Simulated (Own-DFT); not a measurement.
# Response to strain: wurtzite AlN, 128 atoms (Al64N64)

Source: density functional calculations with Own-DFT, an unreviewed in-house program that is no longer used. Nothing was measured or relaxed, and spin and spin-orbit coupling are left out.

All runs used: PBE; PseudoDojo norm-conserving scalar-relativistic files; cutoff 42 hartree; 2 x 2 x 2 k mesh centred on Gamma; Fermi-Dirac smearing of 0.1 eV.

Known weak points: forces on such cells passed a denser k mesh, each cell not checked; stress not checked against mesh or cutoff.

Unstrained cell vectors in Å: (12.448, 0.000, 0.000); (-6.224, 10.780, 0.000); (0.000, 0.000, 9.964). The unstrained cell has measured lattice constants (interpolated for alloys), not those of this functional. That, the random moves and any unrelaxed bonds set the pressure at no strain. In each run the cell takes a homogeneous strain; fractional positions stay. Random moves of width 0.05 Å per axis were added to every atom. Strains are tensor components in per cent; tension counts as positive stress, and P is minus the mean normal stress.

```
run  e_xx (%)  e_yy (%)  e_zz (%)  e_yz (%)  e_xz (%)  e_xy (%)  s_xx (GPa)  s_yy (GPa)  s_zz (GPa)  s_yz (GPa)  s_xz (GPa)  s_xy (GPa)  P (GPa)  E (meV/atom)
  1      0.11     -1.42      0.40     -0.87      0.95     -0.72       -6.35      -13.43       -4.12       -2.40        3.05       -2.69     7.97          26.0
  2     -0.58     -1.52      1.21      0.02     -0.23      1.40      -11.00      -13.15       -1.86       -0.33       -0.88        4.81     8.67          41.3
  3      0.35      0.13     -0.21     -0.33      0.52      1.44       -3.63       -6.68       -5.38       -0.99        1.69        5.53     5.23          16.7
  4      0.48      0.17     -0.56      0.07     -0.10      0.49       -2.22       -5.76       -7.88       -0.37        0.43        1.81     5.29          13.2
  5     -1.47     -1.80     -0.01     -1.84     -1.71     -0.30      -16.05      -16.84       -7.54       -5.12       -4.16       -1.45    13.48          45.4
  6      1.03     -0.05     -1.11      1.12     -0.50      0.94       -0.83       -7.17       -9.78        3.52       -0.99        2.88     5.93          21.4
  7      1.96      1.12     -0.32     -0.15      0.57      0.57        3.45        2.01       -5.30       -0.15        1.41        2.05    -0.05           8.8
  8     -1.73     -1.96     -1.35      0.49      0.26     -1.10      -19.95      -17.72      -15.29        1.11       -0.12       -4.44    17.65          55.0
  9      0.55     -0.94     -0.44     -0.28     -0.57      0.86       -3.20       -9.33       -7.61       -0.98       -1.24        2.78     6.71           0.0
 10     -0.56     -0.92      1.56      1.21      1.83      1.60       -9.60       -9.03        0.85        2.67        4.29        6.62     5.93          29.7
 11     -1.84     -1.17     -0.86     -0.08      1.14      0.34      -18.15      -14.05      -12.50       -0.38        3.02        0.59    14.90          46.5
 12      1.50      0.03     -1.13      1.32      1.69     -0.52        0.81       -5.21      -10.92        3.35        4.72       -3.04     5.11          32.9
 13      0.50     -1.77     -0.74     -0.19      0.59      1.53       -6.37      -14.05      -10.43       -0.51        2.02        5.74    10.28          34.7
 14     -0.96      1.50      0.27     -0.73      0.14      0.27       -8.36       -1.20       -3.17       -1.74        0.75        2.01     4.25          21.6
 15     -0.62      1.76     -1.53      1.26      0.01      1.88       -7.52        0.87      -12.44        3.38       -0.61        6.23     6.36          22.1
 16     -1.53     -0.71     -0.18      0.72      1.84      1.93      -14.16      -11.88       -8.59        1.40        5.35        7.69    11.54          50.8
 17      1.41      1.04     -0.92      0.21      1.16      1.75           ?           ?           ?           ?           ?           ?        ?             ?
```

E is the free energy for each atom above the lowest run shown.

## Worked fit

Regress every stress component on the fractional strains (shears doubled) of the visible runs, with a constant. Shear strains stay in the fit of a normal stress only where such slopes are resolved. The slopes, in GPa:

```
stress  at no strain  per e_xx  per e_yy  per e_zz  scatter
  s_xx          -5.9  518 ± 25  143 ± 25   64 ± 33     1.07
  s_yy          -6.3  119 ± 21  458 ± 21   62 ± 27     0.89
  s_zz          -5.5   72 ± 14   83 ± 14  502 ± 18     0.58
```

The slope of each shear stress on twice its own strain, from a fit on all six strains: yz 131 ± 6, xz 139 ± 7, xy 191 ± 7 GPa. These are stiffnesses along x, y and z of the frame in which the cell vectors are given, with the crystal's c axis along z: C11, C12, C13 and C33. Hexagonal symmetry asks that xx and yy behave alike, which is a second check on the noise. These are clamped-ion slopes: internal relaxation, where symmetry allows it, would soften some. Slopes across the diagonal should nearly agree, so their difference gauges the noise. A ninth of the table's sum, 224 ± 6 GPa, estimates the bulk modulus near the mean pressure of these runs, 8.1 GPa, so it lies above the value at zero pressure.

## Check

The question: what normal stresses and pressure should run 17 give?

The fit gives s_xx = 2.3, s_yy = -0.5, s_zz = -8.3 and P = 2.2 GPa. DFT gave 0.82, -2.12, -6.82 and P = 2.70 GPa.
